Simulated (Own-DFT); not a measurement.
AlGa3N4 (wurtzite random alloy, atoms displaced) (calculated)

Computed with Own-DFT development build. A calculation, not a measurement: plane-wave density functional theory by an unreviewed code, no spin, of a simulated periodic cell, stress positive in tension, run twice, with PBE and with PBEsol, both on files made for PBE, so the change isn't that of files made for PBEsol, forces on such cells passed a denser k mesh, this cell's mesh not checked; the far tail of each file's local potential was reset to the Coulomb form; each entry is a single point on an unrelaxed cell, so the pressure reflects the starting lattice, mostly measured values (interpolated for alloys), from which strain is counted, and rises with the displacements; printed positions are rounded, which can move forces by about a meV/angstrom; the program, named Own-DFT, is a retired in-house code; no spin-orbit coupling; stress was not checked against mesh or cutoff.

AlGa3N4 (wurtzite random alloy, atoms displaced)

```cif
# cell vector a (Å): 9.5092 0.0000 0.0000
# cell vector b (Å): -4.7546 8.2353 0.0000
# cell vector c (Å): 0.0000 0.0000 10.2685
data_AlGa3N4
_symmetry_space_group_name_H-M 'P 1'
_symmetry_Int_Tables_number 1
_cell_length_a 9.5092
_cell_length_b 9.5093
_cell_length_c 10.2685
_cell_angle_alpha 90.000
_cell_angle_beta 90.000
_cell_angle_gamma 120.000
_cell_volume 804.14
loop_
_atom_site_label
_atom_site_type_symbol
_atom_site_fract_x
_atom_site_fract_y
_atom_site_fract_z
_atom_site_occupancy
Al1 Al 0.11025 0.21980 0.99757 1
Ga1 Ga 0.22270 0.11214 0.25593 1
N1 N 0.11832 0.22304 0.18816 1
N2 N 0.22784 0.10502 0.44365 1
Ga2 Ga 0.10867 0.21715 0.49654 1
Ga3 Ga 0.22039 0.10459 0.75326 1
N3 N 0.11916 0.22855 0.68840 1
N4 N 0.22489 0.11017 0.93741 1
Ga4 Ga 0.10735 0.55092 0.00342 1
Al2 Al 0.22043 0.44511 0.25407 1
N5 N 0.11162 0.55456 0.19215 1
N6 N 0.22232 0.44188 0.43563 1
Ga5 Ga 0.11450 0.55532 0.49793 1
Ga6 Ga 0.22003 0.44216 0.75014 1
N7 N 0.10650 0.55398 0.68848 1
N8 N 0.22314 0.44047 0.93563 1
Ga7 Ga 0.10933 0.88486 0.99804 1
Ga8 Ga 0.22350 0.77505 0.24908 1
N9 N 0.11066 0.88058 0.18938 1
N10 N 0.22681 0.78205 0.43408 1
Ga9 Ga 0.11298 0.88546 0.49653 1
Ga10 Ga 0.22511 0.78230 0.75132 1
N11 N 0.11001 0.88852 0.69106 1
N12 N 0.22574 0.77831 0.94097 1
Ga11 Ga 0.44642 0.22575 0.00279 1
Ga12 Ga 0.55118 0.11061 0.25398 1
N13 N 0.44349 0.21894 0.19029 1
N14 N 0.55851 0.11335 0.44181 1
Al3 Al 0.44720 0.21722 0.49408 1
Ga13 Ga 0.56216 0.11805 0.75188 1
N15 N 0.43823 0.22537 0.68892 1
N16 N 0.55573 0.10950 0.94283 1
Al4 Al 0.44460 0.55906 0.00503 1
Al5 Al 0.55928 0.44150 0.25387 1
N17 N 0.43932 0.54982 0.19050 1
N18 N 0.55574 0.44669 0.43383 1
Ga14 Ga 0.44356 0.55308 0.49381 1
Ga15 Ga 0.55719 0.44760 0.75121 1
N19 N 0.44296 0.55302 0.68948 1
N20 N 0.55667 0.44117 0.93922 1
Ga16 Ga 0.45000 0.88976 0.99530 1
Ga17 Ga 0.55855 0.77906 0.24949 1
N21 N 0.44166 0.88270 0.18408 1
N22 N 0.55867 0.77995 0.44418 1
Ga18 Ga 0.44187 0.89158 0.49679 1
Ga19 Ga 0.55495 0.77756 0.75449 1
N23 N 0.45251 0.89093 0.68238 1
N24 N 0.55530 0.78086 0.93786 1
Al6 Al 0.78202 0.22638 0.99659 1
Al7 Al 0.89313 0.11038 0.25369 1
N25 N 0.77646 0.22334 0.18829 1
N26 N 0.89280 0.11513 0.44283 1
Ga20 Ga 0.77790 0.22125 0.50195 1
Ga21 Ga 0.89383 0.11377 0.74843 1
N27 N 0.77564 0.21680 0.68684 1
N28 N 0.88940 0.10616 0.93578 1
Ga22 Ga 0.78147 0.56170 0.00184 1
Ga23 Ga 0.89343 0.44487 0.24827 1
N29 N 0.77506 0.55783 0.18618 1
N30 N 0.89230 0.44623 0.43821 1
Ga24 Ga 0.77775 0.55526 0.50436 1
Ga25 Ga 0.88893 0.44371 0.75104 1
N31 N 0.77692 0.55022 0.68734 1
N32 N 0.88803 0.44303 0.93689 1
Ga26 Ga 0.77583 0.88350 0.00103 1
Al8 Al 0.89098 0.77508 0.25181 1
N33 N 0.78263 0.89262 0.19325 1
N34 N 0.88668 0.77526 0.43738 1
Ga27 Ga 0.77925 0.89142 0.49509 1
Al9 Al 0.88589 0.76822 0.75219 1
N35 N 0.77428 0.88353 0.68976 1
N36 N 0.88771 0.77099 0.94088 1
```

- functional: PBE, then PBEsol
- potential files: PseudoDojo norm-conserving, scalar-relativistic, standard set
- wave cutoff: 42 hartree
- occupations: Fermi-Dirac
- smearing width: 0.1 eV
- k mesh: 4 x 4 x 3 centred on Gamma
- PBE pressure: 6.06 GPa
- PBE stress xx: -5.78 GPa
- PBE stress yy: -5.3 GPa
- PBE stress zz: -7.09 GPa
- PBE stress yz: 0.24 GPa
- PBE stress xz: -0.09 GPa
- PBE stress xy: -0.56 GPa
- PBEsol pressure: 1.18 GPa
- PBEsol stress xx: -0.87 GPa
- PBEsol stress yy: -0.44 GPa
- PBEsol stress zz: -2.22 GPa
- PBEsol stress yz: 0.22 GPa
- PBEsol stress xz: -0.08 GPa
- PBEsol stress xy: -0.55 GPa
- rms change of force components from PBE to PBEsol: 0.066 eV/Å

Force:
```tsv
force element	PBE force x (eV/Å)	PBE force y (eV/Å)	PBE force z (eV/Å)	PBEsol force x (eV/Å)	PBEsol force y (eV/Å)	PBEsol force z (eV/Å)
Al	0.464	-0.041	0.118	0.465	-0.053	0.111
Ga	0.391	-0.883	-0.85	0.394	-0.866	-0.839
N	-1.755	0.327	-0.048	-1.593	0.246	0.012
N	-0.338	1.039	-0.355	-0.481	0.924	-0.417
Ga	1.23	0.704	1.134	1.187	0.691	1.13
Ga	-0.212	1.046	-0.662	-0.186	1.03	-0.642
N	-0.501	-1.439	-0.481	-0.502	-1.41	-0.465
N	-1.075	0.131	1.188	-0.934	0.057	1.104
Ga	0.764	0.415	-0.654	0.733	0.424	-0.65
Al	0.601	-0.351	-1.056	0.597	-0.346	-1.054
N	0.947	-0.662	-0.212	0.782	-0.574	-0.264
N	-0.185	-0.1	-0.351	-0.178	-0.091	-0.165
Ga	-0.253	0.208	0.463	-0.254	0.194	0.463
Ga	0.221	0.88	-0.292	0.219	0.852	-0.284
N	0.655	0.549	-0.193	0.643	0.53	-0.192
N	0.245	0.048	1.688	0.123	0.119	1.544
Ga	0.512	0.665	0.607	0.52	0.645	0.602
Ga	0.095	0.342	-0.497	0.085	0.343	-0.491
N	-1.317	0.611	0.251	-1.153	0.664	0.197
N	-0.107	-0.985	0.547	-0.104	-0.959	0.531
Ga	-0.69	-0.373	0.916	-0.668	-0.35	0.896
Ga	0.648	-0.438	-0.318	0.627	-0.426	-0.306
N	-0.835	-1.21	-0.304	-0.684	-1.104	-0.336
N	-0.186	-0.615	-0.274	-0.187	-0.598	-0.277
Ga	0.105	-0.767	-0.27	0.113	-0.772	-0.277
Ga	1.03	-0.573	-0.993	1.006	-0.556	-0.976
N	-0.267	1.201	0.674	-0.261	1.033	0.618
N	-0.472	0.223	-0.36	-0.31	0.123	-0.418
Al	-0.797	1.257	1.564	-0.791	1.272	1.569
Ga	-1.309	-0.808	-0.147	-1.274	-0.8	-0.141
N	1.556	-0.362	-1.283	1.52	-0.353	-1.122
N	0.879	1.254	-0.37	0.74	1.151	-0.414
Al	0.158	-0.818	-0.719	0.161	-0.795	-0.729
Al	-0.697	0.292	-1.269	-0.693	0.293	-1.284
N	0.501	-0.146	-0.098	0.506	-0.012	-0.032
N	0.75	-1.539	0.364	0.721	-1.373	0.498
Ga	0.02	0.465	1.262	0.025	0.46	1.242
Ga	-0.528	-0.696	-0.108	-0.514	-0.703	-0.106
N	-0.14	0.546	-0.458	-0.133	0.533	-0.438
N	-0.98	1.582	0.605	-0.855	1.485	0.547
Ga	-1.078	0.232	0.871	-1.06	0.231	0.853
Ga	-0.252	-0.406	0.441	-0.253	-0.392	0.43
N	0.377	0.807	0.727	0.371	0.784	0.72
N	-0.681	-0.166	-1.281	-0.663	-0.163	-1.268
Ga	1.146	-0.383	0.504	1.134	-0.374	0.505
Ga	0.156	-0.314	-1.572	0.152	-0.285	-1.543
N	-1.201	0.18	1.229	-1.181	0.171	1.207
N	0.966	-1.771	1.02	0.941	-1.588	0.941
Al	-0.162	-1.038	0.626	-0.165	-1.043	0.617
Al	-0.507	0.66	-0.749	-0.511	0.667	-0.733
N	1.232	-0.774	-0.481	1.101	-0.683	-0.371
N	-0.371	-0.545	-1.747	-0.353	-0.538	-1.562
Ga	0.129	0.67	-0.336	0.134	0.644	-0.316
Ga	0.268	-0.878	-0.337	0.249	-0.866	-0.326
N	0.433	1.009	0.513	0.419	0.991	0.5
N	-0.248	1.198	1.223	-0.254	1.036	1.095
Ga	-0.184	-1.983	-0.01	-0.169	-1.934	-0.002
Ga	-1.187	-0.187	0.326	-1.161	-0.18	0.319
N	0.08	0.01	1.421	0.207	-0.059	1.272
N	-0.334	-0.199	0.082	-0.323	-0.193	0.079
Ga	0.039	-0.173	-1.098	0.038	-0.167	-1.061
Ga	0.17	-0.419	-0.47	0.166	-0.401	-0.463
N	-0.122	1.095	0.976	-0.121	0.92	0.899
N	-0.03	-0.466	0.773	-0.022	-0.289	0.696
Ga	0.127	0.704	0.103	0.116	0.695	0.091
Al	-0.181	0.106	-0.351	-0.179	0.103	-0.364
N	0.849	-0.053	0.096	0.704	-0.148	-0.005
N	0.462	0.26	-0.588	0.451	0.256	-0.416
Ga	0.195	-0.486	1.367	0.178	-0.479	1.357
Al	-0.409	1.031	-0.593	-0.406	1.024	-0.587
N	1.542	0.052	0.158	1.389	0.119	0.113
N	-0.353	1.251	-1.605	-0.345	1.215	-1.417
```
